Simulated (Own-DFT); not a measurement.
# Which defects push the lattice out? C40 NbSi2

The numbers are computed, not measured, by runs of the plane-wave DFT program Own-DFT (in-house, retired, unreviewed) at fixed positions, with no spin and no spin-orbit coupling.

Settings: PBE; PseudoDojo norm-conserving scalar-relativistic files; cutoff 42 hartree; 4 x 4 x 5 k mesh centred on Gamma; cold (Marzari-Vanderbilt) smearing of 0.2 eV.

Keep in mind: forces on such cells failed a check on a denser k mesh; stress not checked against mesh or cutoff.

All runs share one cell, with vectors in Å (0.000, 8.324, 0.000); (-9.613, 0.000, 0.000); (0.000, 0.000, 6.586) and a volume of 527.0 Å³. u is the rms random offset of the atoms per axis. The defect's site can differ from row to row.

| cell | formula | u (Å) | P (GPa) |
|---|---|---|---|
| no defect | Nb12Si24 | 0.0203 | 1.52 |
| no defect | Nb12Si24 | 0.0208 | 1.51 |
| no defect | Nb12Si24 | 0.0479 | 2.50 |
| two Si on a Nb site each | Nb10Si26 | 0.0318 | 1.88 |
| two Si on a Nb site each | Nb10Si26 | 0.0470 | 2.45 |
| two Si on a Nb site each | Nb10Si26 | 0.0578 | 2.83 |
| two Nb vacancies | Nb10Si24 | 0.0294 | -0.16 |
| two Nb vacancies | Nb10Si24 | 0.0322 | -0.09 |
| two Nb vacancies | Nb10Si24 | 0.0488 | 0.57 |
| two Nb vacancies | Nb10Si24 | 0.0501 | ? |
| one Si vacancy | Nb12Si23 | 0.0305 | 1.06 |
| one Si vacancy | Nb12Si23 | 0.0504 | 1.76 |
| one Si vacancy | Nb12Si23 | 0.0522 | 1.81 |
| two Nb on a Si site each | Nb14Si22 | 0.0285 | 7.46 |
| two Nb on a Si site each | Nb14Si22 | 0.0416 | 7.97 |
| two Nb on a Si site each | Nb14Si22 | 0.0485 | 8.55 |

## Working it out

P = P0 + c u² + a shift for each defect gives P0 = 1.34 GPa, c = 486 ± 34 GPa/Å² and a scatter of 0.10 GPa. The shifts, and each times the cell's volume:

- two Nb on a Si site each: 5.87 ± 0.09 GPa, 19.3 eV (9.7 eV for each of its 2 sites)
- two Si on a Nb site each: -0.01 ± 0.09 GPa, 0.0 eV (0.0 eV for each of its 2 sites) (not resolved)
- one Si vacancy: -0.80 ± 0.09 GPa, -2.6 eV
- two Nb vacancies: -1.92 ± 0.09 GPa, -6.3 eV (-3.2 eV for each of its 2 sites)

A positive shift means that the defect pushes the cell outwards. Shift times volume (160.2 GPa Å³ is 1 eV) depends little on the cell's size, so, taken for each site, it can be compared between cells at like pressure. The atoms around the defects weren't relaxed, which would change these numbers.

## Prediction

The question: what pressure belongs in the blank (two Nb vacancies, u = 0.0501 Å)?

From the fit: 0.63 ± 0.13 GPa. The run itself gave 0.54 GPa.
